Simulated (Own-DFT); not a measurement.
# Response to strain: 4H SiC, 72 atoms (C36Si36)

These are calculations, not measurements. They come from Own-DFT, an in-house plane-wave density functional program, since retired, whose code no person has reviewed. Each row is one single-point run on a periodic cell that was not relaxed, without spin or spin-orbit coupling.

Settings of every run: PBE; PseudoDojo norm-conserving scalar-relativistic files; cutoff 42 hartree; 4 x 4 x 3 k mesh centred on Gamma; Fermi-Dirac smearing of 0.1 eV.

Known limits: forces on such cells passed a denser k mesh, each cell not checked; stress not checked against mesh or cutoff.

Unstrained cell vectors in Å: (9.248, 0.000, 0.000); (-4.624, 8.009, 0.000); (0.000, 0.000, 10.068). The unstrained cell has measured lattice constants (interpolated for alloys), not those of this functional. That, the random moves and any unrelaxed bonds set the pressure at no strain. Each run strains this cell uniformly, with the atoms carried along. Every atom was also moved at random, by a Gaussian of width 0.05 Å on each axis. Strain is the symmetric tensor, in per cent. Stress is positive in tension, and the pressure is minus a third of its trace.

| run | e_xx (%) | e_yy (%) | e_zz (%) | e_yz (%) | e_xz (%) | e_xy (%) | s_xx (GPa) | s_yy (GPa) | s_zz (GPa) | s_yz (GPa) | s_xz (GPa) | s_xy (GPa) | P (GPa) | E (meV/atom) |
|---|---|---|---|---|---|---|---|---|---|---|---|---|---|---|
| 1 | -1.65 | -0.37 | 1.88 | -0.86 | 1.29 | -1.91 | -14.84 | -8.28 | 5.00 | -2.52 | 5.07 | -9.21 | 6.04 | 15.6 |
| 2 | -0.37 | 0.91 | -1.71 | 0.16 | -1.72 | -0.75 | -7.73 | -2.06 | -16.54 | 0.68 | -6.80 | -3.71 | 8.78 | 44.5 |
| 3 | -1.45 | -1.86 | -0.57 | -0.72 | 1.33 | 1.44 | -15.70 | -17.62 | -12.36 | -2.55 | 5.03 | 8.49 | 15.22 | 42.5 |
| 4 | -1.65 | -0.09 | 1.53 | 0.11 | 0.86 | -1.41 | -13.28 | -5.81 | 1.93 | -0.25 | 3.70 | -6.83 | 5.72 | 19.8 |
| 5 | -1.53 | 1.93 | 0.25 | -1.97 | 0.57 | -1.41 | -13.44 | 3.46 | -5.40 | -7.84 | 2.06 | -5.40 | 5.13 | 47.6 |
| 6 | -0.23 | 1.29 | 1.42 | -0.71 | -1.34 | -1.13 | -4.76 | 3.46 | 1.98 | -2.00 | -4.52 | -3.78 | -0.23 | 3.7 |
| 7 | 1.87 | -0.11 | 0.35 | 1.85 | -0.02 | 1.46 | 3.97 | -3.13 | -1.58 | 6.16 | 0.02 | 6.16 | 0.25 | 4.8 |
| 8 | 1.99 | 1.44 | 1.55 | 0.33 | 1.07 | -0.55 | 6.83 | 3.89 | 4.35 | 0.73 | 3.17 | -2.58 | -5.02 | 4.3 |
| 9 | -1.08 | -0.12 | 1.42 | 1.38 | -1.77 | 1.94 | -9.92 | -6.68 | -0.16 | 5.01 | -6.32 | 9.59 | 5.59 | 31.9 |
| 10 | -0.69 | 1.99 | -1.41 | 0.52 | 0.99 | -1.88 | -7.55 | 3.58 | -14.16 | 0.90 | 3.46 | -8.75 | 6.04 | 33.6 |
| 11 | -0.95 | 0.85 | -0.36 | -1.08 | -1.08 | -1.33 | -11.39 | -0.74 | -8.08 | -4.02 | -4.43 | -7.36 | 6.74 | 21.7 |
| 12 | 0.13 | -0.19 | -0.76 | 0.40 | 0.72 | -0.51 | -4.94 | -5.44 | -12.17 | 2.00 | 3.12 | -3.66 | 7.52 | 17.6 |
| 13 | 1.52 | 1.93 | -0.89 | -0.84 | -1.97 | 0.14 | 4.59 | 6.90 | -10.17 | -2.56 | -6.39 | 0.68 | -0.44 | 0.0 |
| 14 | 1.88 | -1.43 | -0.72 | 0.60 | 1.74 | 0.08 | 3.06 | -11.29 | -9.84 | 3.05 | 5.98 | -1.45 | 6.02 | 20.1 |
| 15 | 1.55 | -0.35 | -0.41 | -1.26 | 1.38 | -0.67 | 2.78 | -3.44 | -9.32 | -3.72 | 4.74 | -2.62 | 3.32 | 5.9 |
| 16 | -0.21 | -0.02 | 0.91 | 0.88 | 0.96 | 1.96 | -5.28 | -5.67 | -0.33 | 2.21 | 2.36 | 9.51 | 3.76 | 14.7 |
| 17 | 1.72 | -0.24 | -1.59 | -1.39 | 1.43 | 0.90 | ? | ? | ? | ? | ? | ? | ? | ? |

E is the free energy for each atom above the lowest run shown.

## Worked fit

Each stress component was fitted by least squares to a constant and the strains of the runs shown, as fractions, with shears doubled. Shear strains stay in the fit of a normal stress only where such slopes are resolved. The slopes, in GPa:

```
stress  at no strain  per e_xx  per e_yy  per e_zz  scatter
  s_xx          -5.5  551 ± 16   84 ± 19   47 ± 19     0.84
  s_yy          -5.0  113 ± 20  531 ± 23   42 ± 24     1.04
  s_zz          -6.5   66 ± 19   46 ± 22  610 ± 23     1.01
```

Each shear stress against twice its own strain: yz 168 ± 6, xz 173 ± 8, xy 263 ± 12 GPa. These are stiffnesses along x, y and z of the frame in which the cell vectors are given, which need not be the crystal's axes. The atoms are held to the strained lattice; where symmetry lets them move under strain, relaxing them would lower some slopes. The table should be nearly symmetric about its diagonal, and what it lacks of that shows the noise. A ninth of its sum, 232 ± 6 GPa, estimates the bulk modulus near the mean pressure of these runs, 4.7 GPa, so it lies above the value at zero pressure.

## Withheld run

Question: what normal stresses and pressure should run 17 give?

The fit gives s_xx = 3.0, s_yy = -5.0, s_zz = -15.2 and P = 5.7 GPa. The calculation gave 3.01, -4.47, -15.98 and P = 5.82 GPa.
